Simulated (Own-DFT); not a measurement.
GaN (wurtzite, atoms displaced) (calculated)

Computed with Own-DFT development build. A calculation, not a measurement: plane-wave PBE density functional theory by an unreviewed code, no spin, of a simulated periodic cell, stress positive in tension, free energy of the whole cell less one offset for each atom, forces on such cells passed a denser k mesh, this cell's mesh not checked; offsets are fitted by least squares, one for each functional and potential file, so energies compare only between cells with the same atoms and settings and are not formation energies; the far tail of each file's local potential was reset to the Coulomb form; each entry is a single point on an unrelaxed cell, so the pressure reflects the starting lattice, mostly measured values (interpolated for alloys), from which strain is counted, and rises with the displacements; printed positions are rounded, which can move forces by about a meV/angstrom; the program, named Own-DFT, is a retired in-house code; no spin-orbit coupling.

Common to all runs: functional PBE; potential files PseudoDojo norm-conserving, scalar-relativistic, standard set; wave cutoff 42 hartree; occupations Fermi-Dirac; smearing width 0.1 eV; hardware one NVIDIA H200; k mesh 3 x 4 x 3 centred on Gamma.

(1) GaN (wurtzite, atoms displaced)

```
GaN
1.0
     12.7560     0.0000     0.0000
     -4.7835     8.2853     0.0000
      0.0000     0.0000    10.3700
Ga N Ga N Ga N Ga N Ga N Ga N Ga N Ga N Ga N Ga N Ga N Ga N Ga N Ga N Ga N Ga N Ga N Ga N Ga N Ga N Ga N Ga N Ga N Ga N
2 2 2 2 2 2 2 2 2 2 2 2 2 2 2 2 2 2 2 2 2 2 2 2 2 2 2 2 2 2 2 2 2 2 2 2 2 2 2 2 2 2 2 2 2 2 2 2
Direct
  0.08194 0.22460 0.99984
  0.16521 0.11289 0.25101
  0.07943 0.22152 0.18255
  0.16794 0.11644 0.44175
  0.08473 0.22541 0.49860
  0.16664 0.11059 0.74785
  0.07816 0.21186 0.68810
  0.15785 0.10391 0.93458
  0.08842 0.55539 0.99375
  0.15997 0.44766 0.24170
  0.08607 0.55436 0.18738
  0.15704 0.42708 0.42848
  0.08729 0.55579 0.49637
  0.17851 0.45069 0.75335
  0.07460 0.53917 0.68802
  0.16598 0.43349 0.93686
  0.08674 0.89157 0.99845
  0.16481 0.77746 0.24865
  0.08839 0.88821 0.19601
  0.16660 0.77516 0.44467
  0.08432 0.88826 0.49452
  0.15950 0.77534 0.75382
  0.08496 0.89159 0.68387
  0.16128 0.77318 0.93885
  0.33679 0.23694 0.00722
  0.41886 0.10918 0.25167
  0.32994 0.21341 0.18843
  0.40695 0.11256 0.42942
  0.33373 0.23440 0.49789
  0.41266 0.10828 0.74857
  0.33567 0.23170 0.69205
  0.42774 0.12274 0.94546
  0.32918 0.55865 0.00153
  0.41543 0.45298 0.24730
  0.32854 0.55910 0.19603
  0.41499 0.44176 0.43852
  0.33402 0.55579 0.49593
  0.40685 0.43794 0.74967
  0.33674 0.55723 0.68953
  0.41399 0.44214 0.93805
  0.34271 0.90429 0.99635
  0.41739 0.77717 0.25277
  0.33252 0.89009 0.18282
  0.42392 0.78387 0.43688
  0.33370 0.89822 0.50171
  0.42451 0.78334 0.75417
  0.33579 0.88789 0.68670
  0.41279 0.77828 0.93683
  0.58253 0.22985 0.99956
  0.67190 0.11811 0.25223
  0.58167 0.22686 0.18187
  0.66948 0.11097 0.43997
  0.58083 0.22177 0.48891
  0.65829 0.11356 0.75181
  0.58375 0.21576 0.69143
  0.66404 0.11896 0.93685
  0.58703 0.55794 0.01215
  0.67354 0.44545 0.25094
  0.58435 0.55445 0.18211
  0.66312 0.43576 0.43859
  0.58489 0.56011 0.50352
  0.66078 0.44140 0.75101
  0.58682 0.54534 0.68933
  0.67581 0.46328 0.93804
  0.58828 0.90032 0.00505
  0.66451 0.78135 0.25134
  0.58376 0.88971 0.19110
  0.66744 0.77994 0.42955
  0.58849 0.89730 0.49924
  0.67072 0.77710 0.74397
  0.58652 0.89363 0.68997
  0.65973 0.78117 0.93566
  0.83079 0.21858 0.00083
  0.91464 0.10457 0.24987
  0.82788 0.22110 0.19131
  0.91393 0.10719 0.44582
  0.82891 0.22185 0.49390
  0.91321 0.11172 0.75168
  0.83011 0.22546 0.69354
  0.91817 0.11588 0.93743
  0.83071 0.54964 0.99444
  0.92713 0.45074 0.25355
  0.83560 0.56394 0.18538
  0.91536 0.43921 0.44140
  0.83036 0.55532 0.49983
  0.91608 0.43202 0.74702
  0.83736 0.55594 0.68651
  0.91185 0.43767 0.93785
  0.84044 0.89513 0.99986
  0.91910 0.78257 0.25799
  0.84175 0.89608 0.19313
  0.91622 0.77782 0.43517
  0.83243 0.89066 0.50628
  0.91657 0.77903 0.74539
  0.83282 0.89017 0.68320
  0.91526 0.78733 0.93446
```

```
free energy of cell above offsets : 24.274 eV
pressure                          : 7.53 GPa
stress xx                         : -6.53 GPa
stress yy                         : -8.05 GPa
stress zz                         : -8 GPa
stress yz                         : 0.97 GPa
stress xz                         : -0.14 GPa
stress xy                         : 0.56 GPa
wall time                         : 1146 s
```

Force:
```csv
element,x (eV/Å),y (eV/Å),z (eV/Å)
Ga,0.403,-1.625,-0.358
Ga,0.112,0.09,0.015
N,0.357,0.182,0.931
N,0.086,-0.691,-0.635
Ga,-0.727,-1.731,1.156
Ga,-0.394,-0.109,0.138
N,0.276,1.512,0.026
N,1.258,1.347,0.566
Ga,-1.305,-0.778,0.231
Ga,2.146,-1.836,1.204
N,-1.462,1.38,-1.181
N,0.574,3.069,0.391
Ga,-0.392,-1.071,1.015
Ga,-2.164,-1.544,-1.054
N,2.061,1.909,-0.091
N,-0.314,1.914,0.23
Ga,-1.099,-0.556,0.749
Ga,1.422,0.08,0.486
N,-1.517,0.461,-1.052
N,0.325,0.194,-1.25
Ga,-0.386,0.383,0.636
Ga,0.784,-0.662,-1.189
N,0.02,-0.368,0.034
N,1.108,0.841,-0.017
Ga,-0.203,-2.288,-0.83
Ga,-0.633,0.057,-1.715
N,-0.279,1.552,0.623
N,1.258,0.269,1.941
Ga,0.168,-1.814,0.737
Ga,0.441,0.661,0.545
N,0.27,-2.266,-1.235
N,-2.929,-0.67,-1.89
Ga,1.114,0.077,0.213
Ga,0.836,-1.337,0.153
N,0.5,-0.309,-1.295
N,0.337,2.027,-0.647
Ga,-0.726,0.227,0.048
Ga,1.929,1.747,1.042
N,-0.117,0.914,-0.997
N,-0.047,1.662,0.259
Ga,-0.79,-1.249,0.378
Ga,-0.7,0.979,-0.542
N,0.481,-0.381,0.804
N,-1.139,-0.333,0.708
Ga,0.654,-0.864,-0.316
Ga,-0.538,-0.323,-0.76
N,-0.757,-0.165,0.717
N,0.535,0.251,0.732
Ga,1.827,1.415,-0.049
Ga,-1.535,-0.778,-0.385
N,0.879,-0.264,1.677
N,-1.599,0.281,-0.816
Ga,-0.235,-1.123,1.702
Ga,2.866,-0.67,0.379
N,-2.783,1.387,-1.762
N,0.439,-0.392,0.725
Ga,-0.721,0.826,-4.121
Ga,-0.748,0.148,-0.423
N,-0.397,0.272,3.831
N,-0.285,1.635,-0.42
Ga,0.113,-0.493,-0.635
Ga,2.658,-0.544,0.358
N,-2.922,1.71,-0.793
N,-1.658,-2.129,-0.413
Ga,-0.434,-0.676,-0.822
Ga,1.364,-0.331,-1.427
N,-0.378,0.607,-0.125
N,0.046,-0.375,2.253
Ga,-0.011,-1.141,0.594
Ga,-0.97,-0.406,1.303
N,0.45,-0.537,-0.698
N,1.367,-0.027,0.38
Ga,-0.294,0.29,0.002
Ga,-0.451,1.718,1.019
N,1.846,0.837,-0.41
N,-0.05,0.554,-1.184
Ga,1.627,0.132,1.842
Ga,0.039,0.275,-0.555
N,-0.136,-2.501,-1.436
N,-0.477,-0.329,0.251
Ga,1.357,1.943,0.747
Ga,-2.064,-0.717,-0.453
N,0.973,-0.479,0.42
N,-0.082,1.263,-0.692
Ga,0.747,-0.152,0.272
Ga,-1.322,1.72,0.888
N,-0.699,-0.279,0.293
N,1.059,0.725,0.127
Ga,-1.606,-0.285,0.356
Ga,0.25,-0.399,-1.98
N,-1.159,-1.668,-1.107
N,-0.168,-0.076,1.817
Ga,0.325,-0.234,-1.976
Ga,0.237,-0.21,0.369
N,0.223,-0.053,1.447
N,1.653,-1.286,-0.022
```

(2) GaN (wurtzite, atoms displaced)

```
GaN
1.0
     12.7560     0.0000     0.0000
     -4.7835     8.2853     0.0000
      0.0000     0.0000    10.3700
Ga N Ga N Ga N Ga N Ga N Ga N Ga N Ga N Ga N Ga N Ga N Ga N Ga N Ga N Ga N Ga N Ga N Ga N Ga N Ga N Ga N Ga N Ga N Ga N
2 2 2 2 2 2 2 2 2 2 2 2 2 2 2 2 2 2 2 2 2 2 2 2 2 2 2 2 2 2 2 2 2 2 2 2 2 2 2 2 2 2 2 2 2 2 2 2
Direct
  0.08439 0.21796 0.99903
  0.15952 0.10659 0.24819
  0.08220 0.21475 0.19139
  0.15804 0.11192 0.43787
  0.07761 0.21460 0.50067
  0.16521 0.11220 0.76131
  0.08473 0.21700 0.68892
  0.16422 0.10986 0.94165
  0.08469 0.55151 0.99537
  0.16225 0.44733 0.24277
  0.08056 0.55518 0.19072
  0.17200 0.44844 0.43095
  0.08414 0.54669 0.49785
  0.16550 0.44504 0.74743
  0.08787 0.56151 0.68463
  0.17652 0.43844 0.93230
  0.08502 0.89251 0.99819
  0.17091 0.78084 0.25826
  0.08320 0.88579 0.18703
  0.16646 0.77163 0.44934
  0.08177 0.88315 0.50473
  0.16364 0.77981 0.75330
  0.08111 0.89954 0.69121
  0.16026 0.76773 0.93613
  0.33699 0.20838 0.99617
  0.40601 0.10184 0.23924
  0.32892 0.22478 0.19362
  0.41568 0.11681 0.43459
  0.33633 0.21909 0.49898
  0.42521 0.11262 0.75064
  0.33171 0.22055 0.68855
  0.41146 0.10097 0.93980
  0.33317 0.54557 0.99830
  0.41776 0.43604 0.25476
  0.33462 0.55632 0.19216
  0.42174 0.45833 0.44230
  0.32919 0.55577 0.50203
  0.41581 0.44557 0.75852
  0.33650 0.55983 0.68638
  0.41257 0.44458 0.94505
  0.32967 0.88757 0.99014
  0.42562 0.78327 0.25656
  0.33756 0.88503 0.18878
  0.41780 0.77899 0.43442
  0.33206 0.89324 0.49845
  0.41477 0.77488 0.74024
  0.33490 0.89232 0.68922
  0.41300 0.77036 0.94139
  0.57934 0.21816 0.00149
  0.66052 0.09831 0.24820
  0.57963 0.20918 0.18665
  0.67013 0.12200 0.43672
  0.58629 0.22671 0.50588
  0.66125 0.11324 0.74796
  0.58430 0.22663 0.69500
  0.66804 0.11833 0.94342
  0.58165 0.55055 0.99716
  0.66807 0.44492 0.24881
  0.57416 0.54109 0.19278
  0.66885 0.44443 0.43924
  0.59293 0.55707 0.50184
  0.65809 0.44236 0.74606
  0.58119 0.55752 0.69154
  0.66045 0.45088 0.93702
  0.58201 0.87857 0.00045
  0.67091 0.77625 0.24560
  0.60013 0.90055 0.18771
  0.66139 0.77523 0.44137
  0.58175 0.88516 0.49955
  0.65668 0.77029 0.74913
  0.56984 0.86958 0.69026
  0.66754 0.77998 0.94629
  0.82540 0.21270 0.00176
  0.91664 0.11429 0.24706
  0.83246 0.21800 0.19110
  0.91002 0.11396 0.43583
  0.82823 0.21751 0.50014
  0.91933 0.11141 0.75490
  0.82809 0.22046 0.68602
  0.92083 0.12161 0.93952
  0.84322 0.57671 0.99744
  0.91884 0.45153 0.25514
  0.83332 0.55677 0.18376
  0.91805 0.45030 0.44725
  0.83360 0.55028 0.49883
  0.91797 0.44622 0.74693
  0.83679 0.54687 0.68709
  0.92418 0.45501 0.93486
  0.83167 0.89092 0.99561
  0.91182 0.77785 0.25012
  0.83417 0.89082 0.18473
  0.91424 0.77575 0.43718
  0.83699 0.90396 0.49854
  0.90409 0.76900 0.74879
  0.82533 0.87735 0.69713
  0.91119 0.77007 0.94137
```

```
free energy of cell above offsets : 24.853 eV
pressure                          : 7.54 GPa
stress xx                         : -9.08 GPa
stress yy                         : -7.43 GPa
stress zz                         : -6.12 GPa
stress yz                         : -0.25 GPa
stress xz                         : 0.27 GPa
stress xy                         : 1.52 GPa
wall time                         : 1182 s
```

Force:
```csv
element,x (eV/Å),y (eV/Å),z (eV/Å)
Ga,-0.552,1.046,0.964
Ga,1.085,-0.136,0.916
N,-1.23,1.28,-1.131
N,1.945,-1.01,-0.111
Ga,-0.06,1.289,-0.137
Ga,0.797,0.192,-1.916
N,-1.14,0.743,-0.021
N,1.249,-0.186,0.401
Ga,0.512,-0.573,0.744
Ga,1.829,-0.432,0.507
N,-0.02,0.714,-0.724
N,-1.062,-1.33,0.677
Ga,-0.017,0.432,0.37
Ga,0.574,0.005,-0.265
N,-0.186,-0.645,0.449
N,-2.3,-0.246,0.547
Ga,-0.183,-1.39,0.491
Ga,-0.182,-0.4,-0.663
N,0.007,-0.204,0.187
N,-0.533,0.588,-1.176
Ga,-0.559,0.818,-0.327
Ga,-0.03,0.311,-1.268
N,0.18,-1.698,0.423
N,0.194,1.446,0.435
Ga,-2.742,2.229,1.464
Ga,0.976,1.169,1.24
N,0.458,-1.627,-1.504
N,1.36,-0.783,-0.07
Ga,-2.151,1.461,0.273
Ga,-2.551,-0.622,-0.231
N,0.585,0.158,0.897
N,1.378,0.791,-1.054
Ga,-1.156,1.954,2.012
Ga,-2.017,1.07,0.75
N,0.145,-0.046,-0.478
N,0.714,-1.502,0.2
Ga,1.22,0.101,-0.696
Ga,-0.424,-0.59,-1.259
N,-0.545,-1.384,0.36
N,2.43,-1.774,-1.031
Ga,0.891,-2.298,1.483
Ga,-0.003,-0.985,-2.041
N,-0.931,-0.407,-0.658
N,-0.586,0.544,1.707
Ga,0.882,0.099,0.244
Ga,-1.898,-0.446,2.19
N,-0.3,-0.02,-0.063
N,0.22,0.629,-0.826
Ga,0.449,1.08,0.189
Ga,0.266,3.431,0.97
N,-0.793,1.135,0.371
N,-0.845,-1.659,0.4
Ga,-0.609,-0.634,-1.257
Ga,1.709,-1.111,0.988
N,0.129,-0.284,-1.244
N,-0.756,-1.691,-1.536
Ga,-1.321,0.86,1.514
Ga,-0.029,-1.156,-0.338
N,1.623,1.839,-1.042
N,0.216,-0.242,-0.121
Ga,-2.072,0.083,-0.147
Ga,1.595,1.315,1.282
N,0.1,-0.951,-0.51
N,2.374,-1.501,-0.503
Ga,-1.634,1.243,0.105
Ga,-0.5,-0.866,0.82
N,-1.18,-3.614,-0.623
N,1.581,0.749,-0.683
Ga,-0.432,0.617,0.09
Ga,0.798,0.963,1.005
N,1.724,3.226,-0.901
N,0.096,-0.984,-1.431
Ga,0.897,2.318,0.431
Ga,0.121,-0.356,0.051
N,-0.679,1.14,-0.172
N,1.103,0.471,-0.02
Ga,0.075,1.292,0.158
Ga,-0.846,-0.197,-0.841
N,0.767,-0.484,0.637
N,-0.098,-1.237,0.052
Ga,0.03,-5.869,1.153
Ga,-0.419,-1.109,-0.412
N,-0.1,-0.073,0.713
N,0.933,-1.301,-1.442
Ga,-0.681,1.26,0.576
Ga,1.084,-0.658,0.652
N,-2.56,0.919,-0.136
N,-1.042,-1.361,0.31
Ga,0.665,0.416,0.38
Ga,0.992,0.063,-0.081
N,0.239,0.02,0.08
N,-0.289,0.358,0.5
Ga,-0.053,-2.493,0.671
Ga,1.958,-0.113,0.166
N,-0.849,1.687,-1.182
N,-0.011,5.127,-1.928
```

(3) GaN (wurtzite, atoms displaced)

```
GaN
1.0
     12.7560     0.0000     0.0000
     -4.7835     8.2853     0.0000
      0.0000     0.0000    10.3700
Ga N Ga N Ga N Ga N Ga N Ga N Ga N Ga N Ga N Ga N Ga N Ga N Ga N Ga N Ga N Ga N Ga N Ga N Ga N Ga N Ga N Ga N Ga N Ga N
2 2 2 2 2 2 2 2 2 2 2 2 2 2 2 2 2 2 2 2 2 2 2 2 2 2 2 2 2 2 2 2 2 2 2 2 2 2 2 2 2 2 2 2 2 2 2 2
Direct
  0.08259 0.21851 0.99970
  0.16958 0.11204 0.24682
  0.08212 0.22221 0.19538
  0.17097 0.10431 0.42716
  0.07897 0.21955 0.50716
  0.16917 0.11972 0.75109
  0.07911 0.22583 0.69642
  0.17034 0.10965 0.94133
  0.07968 0.55176 0.99890
  0.16385 0.43905 0.24288
  0.08672 0.55782 0.18240
  0.16220 0.44311 0.43914
  0.09211 0.56239 0.49399
  0.16081 0.44642 0.75619
  0.07821 0.55477 0.69174
  0.16600 0.44196 0.93824
  0.08264 0.88034 0.99931
  0.17296 0.78837 0.26131
  0.08634 0.89031 0.18831
  0.16576 0.78204 0.43015
  0.08647 0.90086 0.49750
  0.17197 0.78725 0.76837
  0.08568 0.88068 0.68363
  0.16823 0.78181 0.92702
  0.33483 0.22249 0.99090
  0.41987 0.11097 0.25639
  0.33103 0.22490 0.19614
  0.41120 0.10829 0.44259
  0.32736 0.22301 0.50417
  0.41815 0.10975 0.74990
  0.32832 0.21813 0.69721
  0.41548 0.10930 0.93819
  0.33466 0.55690 0.99967
  0.41247 0.44557 0.25138
  0.33172 0.54851 0.18951
  0.41078 0.42847 0.44949
  0.33528 0.56214 0.49635
  0.41886 0.45903 0.75174
  0.33317 0.55280 0.68002
  0.40751 0.44286 0.93891
  0.32308 0.87631 0.00106
  0.42560 0.78364 0.24943
  0.33589 0.89543 0.19045
  0.42233 0.77768 0.43595
  0.34196 0.88744 0.49598
  0.41549 0.78386 0.75001
  0.34180 0.89944 0.69116
  0.42047 0.78578 0.93455
  0.58536 0.22340 0.00424
  0.66990 0.11009 0.25877
  0.59339 0.23328 0.18767
  0.66976 0.11108 0.44145
  0.58470 0.22686 0.49483
  0.66311 0.10402 0.75289
  0.58519 0.22104 0.69631
  0.66366 0.11007 0.94157
  0.59084 0.55851 0.00306
  0.66549 0.44245 0.24612
  0.58460 0.55148 0.18299
  0.66232 0.43835 0.43822
  0.58751 0.56342 0.50365
  0.66257 0.44441 0.75616
  0.57915 0.56051 0.69253
  0.67026 0.44545 0.94010
  0.58136 0.89119 0.00359
  0.67127 0.78583 0.24360
  0.58245 0.87841 0.17971
  0.66827 0.78130 0.43786
  0.58483 0.88149 0.49726
  0.66566 0.77441 0.74545
  0.58849 0.89122 0.69831
  0.67699 0.78456 0.93992
  0.82544 0.21690 0.99845
  0.91793 0.10239 0.24622
  0.82518 0.22168 0.18093
  0.91756 0.11420 0.43776
  0.84927 0.23629 0.49655
  0.91511 0.10125 0.74954
  0.83824 0.22367 0.69073
  0.92348 0.11669 0.94283
  0.82870 0.55382 0.00380
  0.91660 0.44851 0.24827
  0.83235 0.56023 0.18789
  0.91481 0.44160 0.43905
  0.82452 0.54717 0.48809
  0.92186 0.44867 0.75082
  0.83425 0.56630 0.69094
  0.91956 0.45012 0.94177
  0.83083 0.88542 0.00404
  0.91247 0.77162 0.24978
  0.82678 0.88682 0.18061
  0.91750 0.77802 0.43570
  0.83724 0.89048 0.49925
  0.92048 0.78545 0.74686
  0.83148 0.89139 0.69176
  0.92439 0.78988 0.93278
```

```
free energy of cell above offsets : 25.826 eV
pressure                          : 8.05 GPa
stress xx                         : -7.35 GPa
stress yy                         : -7.63 GPa
stress zz                         : -9.15 GPa
stress yz                         : 0.02 GPa
stress xz                         : -0.05 GPa
stress xy                         : -0.6 GPa
wall time                         : 1144 s
```

Force:
```csv
element,x (eV/Å),y (eV/Å),z (eV/Å)
Ga,0.854,0.253,0.54
Ga,-0.593,-0.213,-0.621
N,0.358,-0.832,-1.31
N,-1.788,1.483,1.858
Ga,1.127,0.523,-0.695
Ga,-0.586,-1.479,0.515
N,1.118,-0.5,-1.053
N,-0.976,-0.428,-0.225
Ga,0.669,0.244,-0.049
Ga,-0.235,0.925,1.087
N,-0.516,0.47,1.084
N,1.342,-0.289,-0.648
Ga,-1.762,0.24,1.383
Ga,0.731,0.417,-1.192
N,1.862,1.637,-0.974
N,0.012,0.606,0.815
Ga,-0.46,1.399,0.552
Ga,-0.23,-0.856,-3.892
N,-0.622,-0.694,-0.244
N,0.96,-0.199,3.817
Ga,0.548,-2.019,0.653
Ga,0.046,-0.537,-8.967
N,-0.632,1.656,0.33
N,-0.066,-1.291,7.507
Ga,0.105,-0.034,1.586
Ga,-0.699,1.288,-0.857
N,1.672,-0.01,-1.493
N,1.104,0.355,0.006
Ga,0.795,-1.832,1.043
Ga,-0.402,1.375,0.43
N,1.169,1.355,-1.064
N,0.621,-0.224,0.567
Ga,-0.706,0.425,0.169
Ga,1.618,-0.767,0.629
N,-0.777,1.672,-0.155
N,0.198,3.861,-1.712
Ga,0.07,-1.952,0.09
Ga,-0.382,-1.937,0.135
N,-1.492,1.145,1.183
N,2.18,0.767,-0.315
Ga,1.334,1.927,0.419
Ga,-1.452,-1.115,-0.619
N,0.791,-0.883,-0.267
N,-0.117,0.114,-0.311
Ga,-1.801,0.442,1.057
Ga,1.117,-0.899,-0.374
N,-0.939,-1.846,-1.269
N,-0.594,-1.151,0.953
Ga,-0.829,-0.494,-0.696
Ga,-0.509,0.068,-1.146
N,-0.581,-2.381,0.719
N,-0.023,-0.142,0.348
Ga,-0.041,-1.786,1.669
Ga,0.871,1.737,-0.224
N,-0.377,0.624,-1.298
N,-0.043,-0.184,-0.456
Ga,-1.439,0.084,-1.171
Ga,-0.317,0.92,0.767
N,-0.822,0.739,1.688
N,-0.823,1.287,-0.79
Ga,-0.618,-1.471,-0.326
Ga,1.086,0.305,-1.12
N,1.336,-0.841,-0.681
N,-0.899,-0.442,0.171
Ga,0.922,-0.276,-2.045
Ga,-0.43,-2.152,0.866
N,-0.451,1.465,2.053
N,0.974,-0.575,-0.757
Ga,-0.351,1.908,1.657
Ga,0.335,1.026,1.712
N,-0.993,-1.147,-1.882
N,-2.281,-1.259,-0.752
Ga,1.521,0.833,-0.54
Ga,-1.215,1.219,0.119
N,1.613,0.135,1.547
N,0.686,-1.018,-0.585
Ga,-1.734,-2.129,1.802
Ga,-1.045,1.685,1.323
N,-0.619,-0.184,-0.224
N,-1.629,-1.059,-0.479
Ga,1.543,1.245,-1.234
Ga,0.683,-0.56,-0.397
N,0.269,-0.707,0.327
N,0.242,2.158,-1.185
Ga,1.362,1.231,2.337
Ga,-2.122,-0.576,0.149
N,-0.223,-1.517,-0.886
N,-1.134,-0.817,-0.277
Ga,1.713,1.48,-2.014
Ga,0.555,1.697,-0.267
N,1.869,0.27,2.012
N,-0.328,-0.195,0.059
Ga,-0.399,0.101,0.454
Ga,0.283,-0.494,-0.005
N,0.603,-1.013,-1.469
N,-0.762,-1.385,1.023
```

(4) GaN (wurtzite, atoms displaced)

```
GaN
1.0
     12.7560     0.0000     0.0000
     -4.7835     8.2853     0.0000
      0.0000     0.0000    10.3700
Ga N Ga N Ga N Ga N Ga N Ga N Ga N Ga N Ga N Ga N Ga N Ga N Ga N Ga N Ga N Ga N Ga N Ga N Ga N Ga N Ga N Ga N Ga N Ga N
2 2 2 2 2 2 2 2 2 2 2 2 2 2 2 2 2 2 2 2 2 2 2 2 2 2 2 2 2 2 2 2 2 2 2 2 2 2 2 2 2 2 2 2 2 2 2 2
Direct
  0.08379 0.20867 0.00310
  0.16250 0.10714 0.24430
  0.08449 0.21012 0.18789
  0.15924 0.10649 0.43820
  0.08722 0.22085 0.50244
  0.16461 0.10754 0.75286
  0.07618 0.22300 0.68824
  0.16322 0.11449 0.92966
  0.08781 0.54792 0.99585
  0.16872 0.43811 0.24970
  0.08242 0.56334 0.18722
  0.16550 0.44181 0.44095
  0.07441 0.55936 0.50269
  0.16725 0.45011 0.75313
  0.07945 0.55796 0.68443
  0.17123 0.44941 0.93617
  0.07946 0.89188 0.99398
  0.15786 0.77150 0.24815
  0.08676 0.88856 0.18263
  0.15813 0.77205 0.44171
  0.07214 0.88822 0.50743
  0.16229 0.77881 0.73925
  0.08041 0.87314 0.69454
  0.16317 0.78136 0.93413
  0.33357 0.22670 0.99181
  0.40784 0.09990 0.24427
  0.32916 0.22155 0.18196
  0.41907 0.11540 0.45009
  0.33098 0.22303 0.50463
  0.42145 0.11163 0.75113
  0.32121 0.20456 0.68739
  0.42805 0.11455 0.92896
  0.33788 0.55977 0.99751
  0.41919 0.45641 0.24416
  0.33621 0.55887 0.18616
  0.41756 0.43835 0.43183
  0.33658 0.56208 0.49860
  0.41792 0.43978 0.74701
  0.33480 0.55679 0.68625
  0.41934 0.43687 0.93739
  0.33473 0.88687 0.00475
  0.42486 0.78277 0.24321
  0.33207 0.88225 0.18826
  0.41565 0.77780 0.44864
  0.32938 0.87583 0.50180
  0.41750 0.78012 0.74947
  0.32929 0.88872 0.69201
  0.41935 0.77717 0.93687
  0.58422 0.22150 0.99515
  0.66843 0.10962 0.24404
  0.58230 0.22452 0.18749
  0.66596 0.10939 0.43679
  0.58901 0.21906 0.49982
  0.66700 0.10945 0.75684
  0.58267 0.22017 0.68429
  0.66126 0.10486 0.94369
  0.58736 0.55852 0.99822
  0.66781 0.44533 0.24570
  0.59276 0.56426 0.18658
  0.66430 0.45074 0.43797
  0.58457 0.54647 0.50527
  0.66750 0.44277 0.75383
  0.58505 0.55281 0.68632
  0.65906 0.43680 0.93810
  0.58814 0.89108 0.99211
  0.67126 0.77875 0.25257
  0.59141 0.89143 0.18110
  0.66989 0.78354 0.43611
  0.58436 0.89155 0.50202
  0.66791 0.78270 0.74627
  0.58252 0.88417 0.69374
  0.66881 0.77318 0.94117
  0.83000 0.22091 0.99716
  0.91647 0.10959 0.25142
  0.83119 0.21794 0.19147
  0.91410 0.11045 0.43050
  0.83663 0.22816 0.49826
  0.92402 0.10422 0.75055
  0.83536 0.22947 0.68887
  0.91941 0.11129 0.94129
  0.82540 0.55403 0.99600
  0.90842 0.43253 0.24833
  0.83705 0.55347 0.18850
  0.91751 0.44100 0.44348
  0.83678 0.55655 0.49955
  0.91325 0.44426 0.74716
  0.83092 0.55800 0.69059
  0.91192 0.43645 0.94032
  0.83947 0.89893 0.99284
  0.91330 0.77076 0.25069
  0.82672 0.87530 0.18797
  0.91624 0.77461 0.44416
  0.83183 0.88926 0.49850
  0.91786 0.78076 0.76304
  0.83254 0.89345 0.69576
  0.91604 0.77756 0.93772
```

```
free energy of cell above offsets : 24.273 eV
pressure                          : 7.56 GPa
stress xx                         : -7.46 GPa
stress yy                         : -8.04 GPa
stress zz                         : -7.16 GPa
stress yz                         : 0.3 GPa
stress xz                         : 0.31 GPa
stress xy                         : 0.31 GPa
wall time                         : 1167 s
```

Force:
```csv
element,x (eV/Å),y (eV/Å),z (eV/Å)
Ga,-1.476,2.199,-0.051
Ga,1.978,-0.724,1.504
N,-2.153,1.653,-0.508
N,1.17,-0.242,-0.205
Ga,-1.478,0.559,-0.441
Ga,-0.838,-0.381,-1.775
N,2.421,0.629,-0.076
N,1.472,-0.773,1.273
Ga,-2.314,1.583,0.712
Ga,-1.045,0.7,0.433
N,0.821,-2.903,-0.344
N,-0.164,0.534,-0.412
Ga,2.393,-0.601,-0.53
Ga,-0.079,-0.173,-1.358
N,0.609,-0.64,1.095
N,0.856,-1.446,0.562
Ga,1.629,-0.597,0.704
Ga,0.964,0.866,0.952
N,-1.464,-0.031,0.125
N,0.162,1.293,-0.584
Ga,2.145,0.46,-0.308
Ga,2.904,-1.276,2.319
N,-3.67,2.914,-1.081
N,0.945,-0.428,0.225
Ga,0.852,-1.786,0.879
Ga,0.301,1.814,1.485
N,0.423,0.214,0.036
N,-0.216,-1.281,-1.602
Ga,0.245,-0.756,-1.276
Ga,-0.862,-0.592,-1.608
N,1.151,1.831,0.661
N,-2.112,-0.963,1.879
Ga,0.301,-0.604,-0.219
Ga,1.743,-1.638,0.479
N,-0.692,0.261,-0.282
N,-0.619,1.036,0.764
Ga,0.167,-1.887,-0.042
Ga,-0.611,-0.129,-0.092
N,0.08,-0.415,0.565
N,-0.695,1.955,-0.57
Ga,-0.805,0.153,-1.729
Ga,-0.289,-0.026,1.024
N,-0.187,-0.205,0.396
N,1.192,0.41,-2.148
Ga,-1.602,1.989,0.215
Ga,-0.754,-0.424,-0.052
N,1.003,-0.281,-0.466
N,-0.102,0.265,0.252
Ga,-0.182,-0.072,1.626
Ga,-1.256,-0.085,0.79
N,0.202,-0.753,-0.292
N,0.811,0.106,-0.412
Ga,-1.493,0.746,-0.515
Ga,0.166,0.486,-1.262
N,0.766,0.305,1.017
N,1.028,1.14,-0.881
Ga,-0.581,-0.499,0.648
Ga,-0.25,-0.202,0.856
N,-1.144,-0.963,-0.246
N,2.699,-1.235,-0.663
Ga,-1.733,1.26,-1.124
Ga,-0.182,-0.285,-1.059
N,-0.346,0.28,1.051
N,0.927,0.991,-0.095
Ga,-0.093,-1.593,0.931
Ga,-0.989,-0.176,-0.205
N,-0.689,-0.413,0.506
N,-0.623,-0.952,1.102
Ga,0.294,-0.213,0.012
Ga,0.345,-1.371,0.951
N,-0.372,1.1,-0.668
N,-0.073,1.112,-1.31
Ga,0.56,-0.239,0.547
Ga,0.163,-0.892,-1.03
N,0.754,-0.136,-1.153
N,0.574,0.141,1.873
Ga,-0.082,-1.741,0.721
Ga,-2.759,1.374,0.544
N,0.216,-1.772,0.075
N,-0.382,1.001,-0.487
Ga,1.468,-0.299,0.664
Ga,1.262,1.477,0.335
N,-0.904,-0.204,-0.476
N,-1.475,0.363,-1.621
Ga,-1.228,-0.699,0.484
Ga,0.262,0.383,0.77
N,0.225,0.321,0.063
N,-0.052,1.142,-0.442
Ga,-0.757,-2.033,1.696
Ga,0.537,0.797,-0.038
N,1.607,2.018,-0.733
N,-1.186,0.042,-1.108
Ga,0.193,0.303,0.385
Ga,-0.294,-0.857,-2.945
N,0.935,-1.1,-1.281
N,-0.572,-0.22,1.62
```
